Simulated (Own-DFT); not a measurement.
# Point defects and the pressure they add: zincblende InP

Source: density functional calculations with Own-DFT, an unreviewed in-house program that is no longer used. Nothing was measured or relaxed, and spin and spin-orbit coupling are left out.

All runs used: PBE; PseudoDojo norm-conserving scalar-relativistic files; cutoff 36 hartree; 2 x 3 x 3 k mesh centred on Gamma; Fermi-Dirac smearing of 0.1 eV.

Known weak points (not all hold for every row): not probed for a lower state with spin; forces on such cells failed a check on a denser k mesh; forces not confirmed at this smearing and k mesh; stress not checked against mesh or cutoff.

All runs share one cell, with vectors in Å (17.606, 0.000, 0.000); (0.000, 11.737, 0.000); (0.000, 0.000, 11.737) and a volume of 2425.5 Å³. Atoms were moved at random from their sites; u is the rms move along one axis. The defect's site can differ from row to row.

| cell | formula | u (Å) | P (GPa) |
|---|---|---|---|
| no defect | In48P48 | 0.0186 | 3.18 |
| no defect | In48P48 | 0.0195 | 3.21 |
| no defect | In48P48 | 0.0471 | 3.49 |
| one In on a P site and one P on an In site | In48P48 | 0.0288 | 3.53 |
| one In on a P site and one P on an In site | In48P48 | 0.0293 | 3.53 |
| one In on a P site and one P on an In site | In48P48 | 0.0476 | 3.78 |
| one In on a P site and one P on an In site | In48P48 | 0.0505 | ? |
| two P vacancies | In48P46 | 0.0498 | 3.33 |
| two P vacancies | In48P46 | 0.0506 | 3.25 |
| two P vacancies | In48P46 | 0.0543 | 3.38 |
| one In on a P site | In49P47 | 0.0297 | 3.86 |
| one In on a P site | In49P47 | 0.0505 | 4.13 |
| one In on a P site | In49P47 | 0.0509 | 4.21 |
| two P on an In site each | In46P50 | 0.0294 | 3.00 |
| two P on an In site each | In46P50 | 0.0467 | 3.21 |
| two P on an In site each | In46P50 | 0.0509 | 3.23 |

## Analysis

P = P0 + c u² + a shift for each defect gives P0 = 3.13 GPa, c = 164 ± 12 GPa/Å² and a scatter of 0.03 GPa. The shifts, and each times the cell's volume:

- one In on a P site: 0.61 ± 0.03 GPa, 9.2 eV
- one In on a P site and one P on an In site: 0.27 ± 0.03 GPa, 4.1 eV
- two P vacancies: -0.25 ± 0.03 GPa, -3.7 eV (-1.9 eV for each of its 2 sites)
- two P on an In site each: -0.29 ± 0.03 GPa, -4.4 eV (-2.2 eV for each of its 2 sites)

A positive shift means that the defect pushes the cell outwards. Shift times volume (160.2 GPa Å³ is 1 eV) depends little on the cell's size, so, taken for each site, it can be compared between cells at like pressure. The atoms around the defects weren't relaxed, which would change these numbers.

## Test on the hidden row

The question: what pressure belongs in the blank (one In on a P site and one P on an In site, u = 0.0505 Å)?

The fitted form gives 3.82 ± 0.04 GPa. DFT gave 3.74 GPa.
